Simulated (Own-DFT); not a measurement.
# Strain and stress in beta-Si3N4, 112 atoms (N64Si48)

Calculated results; nothing here was measured. The program, named Own-DFT, is a retired in-house plane-wave density functional code that no person has reviewed. Each row is one single-point run on a periodic cell that was not relaxed, without spin or spin-orbit coupling.

Settings of every run: PBE; PseudoDojo norm-conserving scalar-relativistic files; cutoff 42 hartree; 2 x 2 x 4 k mesh centred on Gamma; Fermi-Dirac smearing of 0.1 eV.

Known limits: forces on such cells moved up to 12 meV/angstrom on a denser k mesh; stress not checked against mesh or cutoff.

Unstrained cell vectors in Å: (15.212, 0.000, 0.000); (-7.606, 13.174, 0.000); (0.000, 0.000, 5.818). The unstrained cell has measured lattice constants (interpolated for alloys), not those of this functional. That, the random moves and any unrelaxed bonds set the pressure at no strain. Each run strains this cell uniformly, with the atoms carried along. Every atom was also moved at random, by a Gaussian of width 0.05 Å on each axis. Strain is the symmetric tensor, in per cent. Stress is positive in tension, and the pressure is minus a third of its trace.

```
run  e_xx (%)  e_yy (%)  e_zz (%)  e_yz (%)  e_xz (%)  e_xy (%)  s_xx (GPa)  s_yy (GPa)  s_zz (GPa)  s_yz (GPa)  s_xz (GPa)  s_xy (GPa)  P (GPa)  E (meV/atom)
  1      1.48     -0.04      1.04      1.14      0.15      1.68        1.09       -6.57       -3.80        3.95       -1.04        7.26     3.09          38.5
  2      1.92     -1.74      0.33      0.41      0.23      1.24        0.03      -12.91       -8.35        1.53        1.31        4.03     7.08          19.0
  3     -1.01      1.17     -1.35     -1.81      1.78      1.63      -10.19       -6.73      -21.44       -8.56        5.99        5.27    12.79          57.4
  4      0.20      1.81      0.36      1.89      0.94     -1.44       -2.65        1.31       -6.32        6.12        4.52       -6.12     2.55           5.7
  5      1.63      1.37     -0.47     -1.10     -1.20      1.64        0.87       -0.15      -11.41       -4.13       -1.70        7.36     3.57          41.3
  6     -1.81     -1.32      1.38     -1.63      1.86     -0.70      -18.13      -13.69       -6.36       -5.53        7.16       -2.75    12.72          41.8
  7      0.67      1.91     -1.84      0.27      0.62      1.40       -1.16        1.04      -21.59        2.03        2.14        3.62     7.23          18.5
  8     -1.49     -1.65     -1.30     -0.03     -0.31      0.39      -20.31      -21.27      -21.16       -1.48       -1.30        3.84    20.91          41.0
  9      1.82     -1.11     -0.36     -1.19      1.44      1.87        0.09      -10.77      -11.91       -4.18        5.78        7.06     7.53          20.1
 10     -1.03      1.48      0.33      0.73     -0.51     -1.30      -10.89       -2.19       -7.20        2.19       -2.37       -6.66     6.76          16.2
 11     -1.58     -1.34     -1.52      1.62      1.34      1.91      -21.61      -22.53      -22.37        7.15        3.89        6.50    22.17          83.7
 12      0.10     -1.49     -0.38      0.07     -1.37     -0.93       -8.93      -17.74      -15.81        0.77       -3.15       -3.08    14.16          58.5
 13      1.32     -0.34      0.62     -0.91     -1.67      1.86       -1.09       -6.76       -4.52       -3.49       -5.08        7.37     4.12          10.7
 14     -0.23     -0.76      0.73     -0.11      1.71      1.92       -8.10      -12.03       -8.17       -1.29        7.50        5.25     9.43          35.7
 15     -1.84      1.56      1.85      0.52      1.40     -0.95      -13.15        1.19        0.92        1.23        3.38       -2.95     3.68           2.7
 16      0.06     -1.92      0.65     -0.27     -0.24     -0.59      -10.00      -16.09       -6.49        0.01       -0.96       -3.51    10.86           5.1
 17     -0.05      1.48      1.93     -0.56     -1.75     -0.19       -4.92        1.45        3.47       -1.10       -5.41       -1.92     0.00           0.0
 18     -0.17     -0.53      1.44      0.40     -1.14      0.07           ?           ?           ?           ?           ?           ?        ?             ?
```

E is the free energy for each atom above the lowest run shown.

## Worked fit

Each stress component was fitted by least squares to a constant and the strains of the runs shown, as fractions, with shears doubled. Shear strains stay in the fit of a normal stress only where such slopes are resolved. The slopes, in GPa:

```
stress,at no strain,per e_xx,per e_yy,per e_zz,scatter
s_xx,-7.6,532 ± 24,173 ± 21,78 ± 27,1.24
s_yy,-8.4,154 ± 26,509 ± 23,182 ± 29,1.35
s_zz,-10.9,97 ± 24,76 ± 21,659 ± 27,1.25
```

Each shear stress against twice its own strain: yz 190 ± 13, xz 171 ± 13, xy 193 ± 19 GPa. These are stiffnesses along x, y and z of the frame in which the cell vectors are given, which need not be the crystal's axes. The atoms are held to the strained lattice; where symmetry lets them move under strain, relaxing them would lower some slopes. The table should be nearly symmetric about its diagonal, and what it lacks of that shows the noise. A ninth of its sum, 274 ± 9 GPa, estimates the bulk modulus near the mean pressure of these runs, 8.7 GPa, so it lies above the value at zero pressure.

## Withheld run

Question: what normal stresses and pressure should run 18 give?

The fit gives s_xx = -8.3, s_yy = -8.8, s_zz = -2.0 and P = 6.4 GPa. The calculation gave -8.21, -10.66, -0.93 and P = 6.60 GPa.
